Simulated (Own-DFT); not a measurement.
# Which defects push the lattice out? D0_22 TiAl3

Everything here is calculated. The program is Own-DFT (plane waves, in-house, since retired, never reviewed by a person); positions were held fixed, and spin and spin-orbit coupling were off.

Common settings: PBE; PseudoDojo norm-conserving scalar-relativistic files; cutoff 42 hartree; 4 x 4 x 4 k mesh centred on Gamma; cold (Marzari-Vanderbilt) smearing of 0.2 eV.

Keep in mind: forces on such cells failed a check on a denser k mesh; stress not checked against mesh or cutoff.

All runs share one cell, with vectors in Å (-2.365, -6.981, 4.326); (-7.667, 3.491, 1.442); (-2.950, -3.488, -7.241) and a volume of 625.4 Å³. u is the rms random offset of the atoms per axis. The defect's site can differ from row to row.

| cell | formula | u (Å) | P (GPa) |
|---|---|---|---|
| no defect | Al30Ti10 | 0.0200 | 1.98 |
| no defect | Al30Ti10 | 0.0465 | 2.56 |
| no defect | Al30Ti10 | 0.0499 | 2.61 |
| two Al on a Ti site each | Al32Ti8 | 0.0292 | 2.91 |
| two Al on a Ti site each | Al32Ti8 | 0.0319 | 2.94 |
| two Al on a Ti site each | Al32Ti8 | 0.0475 | 3.34 |
| two Ti on an Al site each | Al28Ti12 | 0.0293 | 3.30 |
| two Ti on an Al site each | Al28Ti12 | 0.0300 | 3.37 |
| two Ti on an Al site each | Al28Ti12 | 0.0428 | ? |
| two Ti on an Al site each | Al28Ti12 | 0.0524 | 3.81 |
| two Al vacancies | Al28Ti10 | 0.0296 | 1.09 |
| two Al vacancies | Al28Ti10 | 0.0530 | 1.74 |
| two Al vacancies | Al28Ti10 | 0.0531 | 1.84 |

## Worked fit

P = P0 + c u² + a shift for each defect gives P0 = 1.86 GPa, c = 308 ± 19 GPa/Å² and a scatter of 0.06 GPa. The shifts, and each times the cell's volume:

- two Ti on an Al site each: 1.17 ± 0.05 GPa, 4.6 eV (2.3 eV for each of its 2 sites)
- two Al on a Ti site each: 0.78 ± 0.05 GPa, 3.0 eV (1.5 eV for each of its 2 sites)
- two Al vacancies: -0.97 ± 0.05 GPa, -3.8 eV (-1.9 eV for each of its 2 sites)

Against the defect-free cell, a freed cell would be larger where the shift is positive and smaller where it is negative (160.2 GPa Å³ is 1 eV). The atoms around the defects weren't relaxed, which would change these numbers.

## The run left out

Asked: what pressure belongs in the blank (two Ti on an Al site each, u = 0.0428 Å)?

Estimate: 3.59 ± 0.06 GPa. Computed: 3.61 GPa.
